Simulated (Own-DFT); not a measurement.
# Computed records: GaN (wurtzite, strained, atoms displaced)

Computed with Own-DFT development build. A calculation, not a measurement: plane-wave PBE density functional theory by an unreviewed code, no spin, of a simulated periodic cell, stress positive in tension, free energy of the whole cell less one offset for each atom, forces on such cells passed a denser k mesh, this cell's mesh not checked; offsets are fitted by least squares, one for each functional and potential file, so energies compare only between cells with the same atoms and settings and are not formation energies; the far tail of each file's local potential was reset to the Coulomb form; each entry is a single point on an unrelaxed cell, so the pressure reflects the starting lattice, mostly measured values (interpolated for alloys), from which strain is counted, and rises with the displacements; printed positions are rounded, which can move forces by about a meV/angstrom; the program, named Own-DFT, is a retired in-house code; no spin-orbit coupling.

```yaml
- formula: GaN
  kind: "wurtzite, strained, atoms displaced"
  structure:
    cell_angstrom: [[12.756, 0.0, 0.0], [-4.7835, 8.2853, 0.0], [0.0, 0.0, 10.3182]]
    atoms_fractional:
      - [Ga, 0.08661, 0.22791, 0.00507]
      - [Ga, 0.16654, 0.10939, 0.25014]
      - ["N", 0.0852, 0.23094, 0.17953]
      - ["N", 0.16579, 0.10946, 0.44024]
      - [Ga, 0.08181, 0.20988, 0.5019]
      - [Ga, 0.16579, 0.10264, 0.74771]
      - ["N", 0.08185, 0.21421, 0.682]
      - ["N", 0.17302, 0.12101, 0.9439]
      - [Ga, 0.08637, 0.55219, 0.00336]
      - [Ga, 0.15903, 0.43962, 0.24708]
      - ["N", 0.08371, 0.55427, 0.18796]
      - ["N", 0.17412, 0.45151, 0.43776]
      - [Ga, 0.07992, 0.54646, 0.49984]
      - [Ga, 0.16358, 0.44018, 0.73935]
      - ["N", 0.08079, 0.55528, 0.67819]
      - ["N", 0.16612, 0.4407, 0.94192]
      - [Ga, 0.08061, 0.88743, 0.99904]
      - [Ga, 0.16849, 0.7757, 0.24214]
      - ["N", 0.08117, 0.89054, 0.18257]
      - ["N", 0.1634, 0.76138, 0.43745]
      - [Ga, 0.07309, 0.88595, 0.49838]
      - [Ga, 0.1591, 0.76962, 0.75377]
      - ["N", 0.07713, 0.88208, 0.69162]
      - ["N", 0.17085, 0.78002, 0.9457]
      - [Ga, 0.33319, 0.22763, 0.99145]
      - [Ga, 0.41798, 0.11071, 0.24984]
      - ["N", 0.33513, 0.21893, 0.19063]
      - ["N", 0.40987, 0.10336, 0.43512]
      - [Ga, 0.33578, 0.22143, 0.49809]
      - [Ga, 0.41723, 0.11707, 0.75175]
      - ["N", 0.33395, 0.22529, 0.68185]
      - ["N", 0.41574, 0.11494, 0.93173]
      - [Ga, 0.34246, 0.56055, 0.9945]
      - [Ga, 0.41386, 0.44665, 0.26128]
      - ["N", 0.34014, 0.56723, 0.18434]
      - ["N", 0.41758, 0.45022, 0.43757]
      - [Ga, 0.33707, 0.54988, 0.50038]
      - [Ga, 0.41588, 0.43839, 0.74114]
      - ["N", 0.32605, 0.55567, 0.69667]
      - ["N", 0.41447, 0.44231, 0.9373]
      - [Ga, 0.32561, 0.87965, 0.00443]
      - [Ga, 0.42226, 0.78149, 0.24824]
      - ["N", 0.32629, 0.88797, 0.1913]
      - ["N", 0.42026, 0.78564, 0.44728]
      - [Ga, 0.33504, 0.88705, 0.50406]
      - [Ga, 0.41548, 0.77943, 0.75592]
      - ["N", 0.33385, 0.90062, 0.68875]
      - ["N", 0.41476, 0.77831, 0.94255]
      - [Ga, 0.58086, 0.21957, 0.99975]
      - [Ga, 0.6663, 0.12103, 0.24694]
      - ["N", 0.58095, 0.21547, 0.1824]
      - ["N", 0.66514, 0.10352, 0.44189]
      - [Ga, 0.57894, 0.20711, 0.49518]
      - [Ga, 0.66955, 0.11356, 0.73869]
      - ["N", 0.59627, 0.2324, 0.68275]
      - ["N", 0.66215, 0.10548, 0.92686]
      - [Ga, 0.58416, 0.55986, 0.00029]
      - [Ga, 0.67025, 0.44958, 0.24812]
      - ["N", 0.58214, 0.54816, 0.18957]
      - ["N", 0.66356, 0.44616, 0.43104]
      - [Ga, 0.58055, 0.55364, 0.50557]
      - [Ga, 0.67007, 0.43879, 0.74916]
      - ["N", 0.58956, 0.55477, 0.69066]
      - ["N", 0.66336, 0.43335, 0.93687]
      - [Ga, 0.57789, 0.88095, 0.99975]
      - [Ga, 0.66162, 0.77625, 0.24668]
      - ["N", 0.58332, 0.88017, 0.18387]
      - ["N", 0.66488, 0.77664, 0.43727]
      - [Ga, 0.5904, 0.89393, 0.50339]
      - [Ga, 0.66662, 0.77092, 0.75334]
      - ["N", 0.57769, 0.88618, 0.69065]
      - ["N", 0.66891, 0.77815, 0.93734]
      - [Ga, 0.83399, 0.22037, 0.99382]
      - [Ga, 0.91734, 0.11256, 0.24681]
      - ["N", 0.83111, 0.21825, 0.1965]
      - ["N", 0.9152, 0.11062, 0.436]
      - [Ga, 0.83696, 0.21898, 0.49784]
      - [Ga, 0.91303, 0.118, 0.75612]
      - ["N", 0.8341, 0.22488, 0.69783]
      - ["N", 0.91806, 0.11098, 0.93887]
      - [Ga, 0.82767, 0.54923, 0.00278]
      - [Ga, 0.91739, 0.43991, 0.24687]
      - ["N", 0.8349, 0.55597, 0.18878]
      - ["N", 0.92189, 0.43826, 0.43291]
      - [Ga, 0.83831, 0.54436, 0.49599]
      - [Ga, 0.90669, 0.44018, 0.74683]
      - ["N", 0.83591, 0.55596, 0.68023]
      - ["N", 0.91665, 0.44822, 0.93338]
      - [Ga, 0.84081, 0.89095, 0.9991]
      - [Ga, 0.917, 0.77511, 0.24862]
      - ["N", 0.83245, 0.89221, 0.19595]
      - ["N", 0.91769, 0.77621, 0.43584]
      - [Ga, 0.82814, 0.88674, 0.49271]
      - [Ga, 0.91689, 0.78012, 0.7549]
      - ["N", 0.83854, 0.89439, 0.68828]
      - ["N", 0.92024, 0.77077, 0.93838]
  settings:
    functional: PBE
    potential_files: "PseudoDojo norm-conserving, scalar-relativistic, standard set with the stringent files for Ga"
    "wave_cutoff [hartree]": 96.0
    occupations: Gaussian
    "smearing_width [eV]": 0.01
    k_mesh: "3 x 4 x 3 centred on Gamma"
  results:
    "free_energy_of_cell_above_offsets [eV]": "-5.310"
    "pressure [GPa]": 7.8
    "stress_xx [GPa]": -7.0
    "stress_yy [GPa]": -6.9
    "stress_zz [GPa]": -9.49
    "stress_yz [GPa]": -0.45
    "stress_xz [GPa]": -0.13
    "stress_xy [GPa]": 0.16
    force_element: [Ga, Ga, "N", "N", Ga, Ga, "N", "N", Ga, Ga, "N", "N", Ga, Ga, "N", "N", Ga, Ga, "N", "N", Ga, Ga, "N", "N", Ga, Ga, "N", "N", Ga, Ga, "N", "N", Ga, Ga, "N", "N", Ga, Ga, "N", "N", Ga, Ga, "N", "N", Ga, Ga, "N", "N", Ga, Ga, "N", "N", Ga, Ga, "N", "N", Ga, Ga, "N", "N", Ga, Ga, "N", "N", Ga, Ga, "N", "N", Ga, Ga, "N", "N", Ga, Ga, "N", "N", Ga, Ga, "N", "N", Ga, Ga, "N", "N", Ga, Ga, "N", "N", Ga, Ga, "N", "N", Ga, Ga, "N", "N"]
    "force_x [eV/angstrom]": [0.168, 0.163, 0.136, 0.639, -0.861, -0.473, -0.409, -1.366, -0.651, 1.89, -0.736, -0.31, 1.158, -0.922, -0.212, 0.248, 1.113, -1.605, 0.261, -0.836, 2.755, 0.9, 0.766, -1.802, 1.291, -0.592, -0.821, 0.816, -0.456, 0.921, -0.004, 0.144, -1.529, 0.275, -0.386, 1.147, -2.107, -0.522, 2.127, 1.135, 1.409, -1.244, 2.359, 1.133, -1.395, -0.791, 0.068, -0.138, 0.192, 1.068, -0.385, 0.558, -0.775, -0.751, -1.697, 0.459, 0.211, -0.355, -0.676, 0.955, 1.152, -0.084, -0.938, -0.323, 0.717, 1.344, -0.955, -0.184, -1.01, -0.163, 1.354, 0.288, -1.136, 0.313, -0.099, 0.89, -0.781, 1.903, 0.236, 0.375, 0.588, -0.175, 0.244, -1.12, -1.658, 1.601, -0.755, 0.388, -0.79, -0.261, 0.536, -1.31, 1.052, -0.529, -0.994, -1.374]
    "force_y [eV/angstrom]": [-0.491, 0.341, -1.643, -0.351, 1.6, 0.783, 0.263, -1.833, -0.01, 1.501, -0.108, -1.833, 0.876, -0.503, -0.683, 0.986, 0.934, -0.297, -0.285, 2.045, -0.349, 0.604, 0.473, -1.252, -0.424, -0.236, 0.897, 0.701, -0.218, -0.056, -0.731, -0.616, -0.981, -0.35, -1.555, -1.228, 2.043, 1.458, 0.297, 0.963, 2.074, 0.012, 0.656, -1.021, -0.805, 0.303, -1.262, 0.233, -1.017, -1.935, 0.966, 1.52, 1.752, -1.218, -1.617, 0.156, -1.187, -0.791, 0.804, -0.851, 0.432, 1.143, -0.588, 1.614, 1.399, -0.699, 1.949, -0.475, -1.798, 1.357, -0.073, 0.035, 0.048, -0.01, 0.431, -0.308, 0.22, -1.069, -0.288, 0.053, -0.069, 0.512, -0.427, -0.603, 0.797, 1.365, 0.518, -0.417, -0.434, 0.601, -0.771, -0.901, -0.191, -0.654, -0.327, 0.125]
    "force_z [eV/angstrom]": [-2.389, -0.456, 2.817, -0.575, -1.02, 0.607, 1.667, -1.426, -1.039, 0.905, -0.178, -0.213, -1.06, 1.39, 2.458, -1.28, -0.136, 2.055, 0.953, -0.351, 0.366, -0.544, -0.386, -1.251, 1.895, -0.381, -0.249, 0.438, -0.643, -1.033, 0.453, 1.558, 0.75, -3.251, 0.506, 1.689, 0.787, 1.354, -1.181, -1.077, -0.11, 1.214, -0.62, -1.247, -0.412, -0.877, 0.827, -0.439, -1.127, 0.538, 0.865, -1.1, 0.184, 1.278, -0.488, 1.499, -0.022, -0.061, -0.342, 1.236, -0.949, 0.002, -0.035, 0.15, -0.76, 0.574, 0.307, 0.017, 0.164, -0.848, 0.056, 0.667, 0.539, 0.301, -1.79, -0.02, 0.512, -1.019, -2.282, 0.664, -0.527, -0.153, -0.057, 0.226, -0.525, 0.422, 0.792, 0.937, 0.624, 0.076, -1.3, -0.092, 0.87, -1.194, -0.054, 0.385]
```
